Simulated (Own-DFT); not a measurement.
# Response to strain: C40 NbSi2, 36 atoms (Nb12Si24)

These are calculations, not measurements. They come from Own-DFT, an in-house plane-wave density functional program, since retired, whose code no person has reviewed. Each row is one single-point run on a periodic cell that was not relaxed, without spin or spin-orbit coupling.

Settings of every run: PBE; PseudoDojo norm-conserving scalar-relativistic files; cutoff 42 hartree; 4 x 4 x 5 k mesh centred on Gamma; cold (Marzari-Vanderbilt) smearing of 0.2 eV.

Known limits: forces on such cells failed a check on a denser k mesh; stress not checked against mesh or cutoff.

Unstrained cell vectors in Å: (0.000, 8.324, 0.000); (-9.613, 0.000, 0.000); (0.000, 0.000, 6.586). The unstrained cell was taken from the Materials Project. The random moves and any unrelaxed bonds add to the pressure at no strain. Each run strains this cell uniformly, with the atoms carried along. Every atom was also moved at random, by a Gaussian of width 0.05 Å on each axis. Strain is the symmetric tensor, in per cent. Stress is positive in tension, and the pressure is minus a third of its trace.

| run | e_xx (%) | e_yy (%) | e_zz (%) | e_yz (%) | e_xz (%) | e_xy (%) | s_xx (GPa) | s_yy (GPa) | s_zz (GPa) | s_yz (GPa) | s_xz (GPa) | s_xy (GPa) | P (GPa) | E (meV/atom) |
|---|---|---|---|---|---|---|---|---|---|---|---|---|---|---|
| 1 | 0.39 | 1.49 | 0.53 | 1.17 | -1.33 | 0.70 | 0.19 | 3.46 | 0.18 | 3.05 | -3.72 | 2.17 | -1.28 | 16.0 |
| 2 | 1.57 | -0.63 | 0.78 | 1.63 | 0.64 | 0.45 | 2.80 | -2.47 | 0.31 | 5.13 | 2.17 | 1.01 | -0.21 | 16.8 |
| 3 | 0.07 | 0.63 | 0.34 | -0.52 | 0.95 | -0.01 | -0.94 | 0.75 | -1.31 | -1.44 | 2.57 | -0.29 | 0.50 | 0.0 |
| 4 | 1.30 | 1.38 | -1.58 | 1.55 | 0.88 | -1.72 | 1.82 | 1.12 | -9.64 | 6.05 | 2.71 | -4.20 | 2.24 | 40.8 |
| 5 | -1.27 | -0.40 | -0.21 | -1.09 | 1.32 | 1.23 | -8.43 | -5.09 | -6.64 | -3.49 | 4.01 | 4.46 | 6.72 | 35.7 |
| 6 | -1.73 | -0.35 | 0.11 | 1.34 | 0.12 | 1.05 | -9.88 | -4.48 | -5.17 | 4.06 | -0.57 | 3.49 | 6.51 | 26.6 |
| 7 | -1.18 | -1.14 | 1.31 | 0.59 | 0.76 | -0.44 | -6.12 | -6.63 | 0.54 | 1.61 | 1.87 | -1.35 | 4.07 | 13.4 |
| 8 | 0.55 | -0.34 | 0.73 | 0.39 | -1.62 | -1.92 | -0.97 | -2.79 | -0.91 | 1.06 | -4.74 | -5.45 | 1.56 | 35.2 |
| 9 | 0.00 | 1.52 | 1.60 | -1.79 | -1.16 | -0.18 | 0.14 | 4.01 | 4.39 | -5.17 | -3.32 | -0.57 | -2.85 | 11.1 |
| 10 | -0.95 | 1.60 | 1.85 | 0.39 | -0.84 | -0.14 | -2.69 | 3.88 | 4.60 | 1.05 | -2.64 | -0.43 | -1.93 | 11.4 |
| 11 | 0.52 | -0.24 | -1.03 | 0.32 | -0.87 | 0.99 | -2.26 | -3.47 | -8.69 | 1.68 | -2.81 | 2.48 | 4.81 | 24.4 |
| 12 | 1.45 | 0.46 | 1.19 | -0.60 | -0.46 | 1.75 | 3.73 | 1.55 | 3.36 | -1.84 | -1.54 | 4.60 | -2.88 | 4.0 |
| 13 | -0.69 | 1.98 | 0.67 | -1.88 | -1.17 | 0.87 | -3.58 | 3.39 | -0.12 | -5.38 | -3.70 | 2.20 | 0.10 | 40.6 |
| 14 | -0.54 | -0.60 | -1.81 | -0.92 | -0.33 | -0.47 | -7.27 | -6.08 | -14.32 | -3.13 | -0.74 | -1.42 | 9.22 | 41.4 |
| 15 | 0.06 | 0.46 | -0.30 | 0.10 | 1.06 | -0.31 | -1.77 | -0.77 | -4.32 | 0.40 | 2.69 | -1.09 | 2.29 | 7.6 |
| 16 | 0.93 | -1.02 | -0.91 | 1.31 | 0.07 | -0.45 | ? | ? | ? | ? | ? | ? | ? | ? |

E is the free energy for each atom above the lowest run shown.

## Worked fit

Each stress component was fitted by least squares to a constant and the strains of the runs shown, as fractions, with shears doubled. Shear strains stay in the fit of a normal stress only where such slopes are resolved. The slopes, in GPa:

```
stress  at no strain  per e_xx  per e_yy  per e_zz  scatter
  s_xx          -2.9  363 ± 14   89 ± 15  100 ± 14     0.54
  s_yy          -2.4   82 ± 13  325 ± 14   86 ± 12     0.49
  s_zz          -4.1   88 ± 13   75 ± 13  479 ± 12     0.47
```

Each shear stress against twice its own strain: yz 153 ± 6, xz 146 ± 5, xy 141 ± 6 GPa. These are stiffnesses along x, y and z of the frame in which the cell vectors are given, which need not be the crystal's axes. The atoms are held to the strained lattice; where symmetry lets them move under strain, relaxing them would lower some slopes. The table should be nearly symmetric about its diagonal, and what it lacks of that shows the noise. A ninth of its sum, 187 ± 8 GPa, estimates the bulk modulus near the mean pressure of these runs, 1.9 GPa, so it lies above the value at zero pressure.

## Withheld run

Question: what normal stresses and pressure should run 16 give?

The fit gives s_xx = -1.3, s_yy = -5.7, s_zz = -8.4 and P = 5.1 GPa. The calculation gave -0.35, -6.93, -8.38 and P = 5.22 GPa.
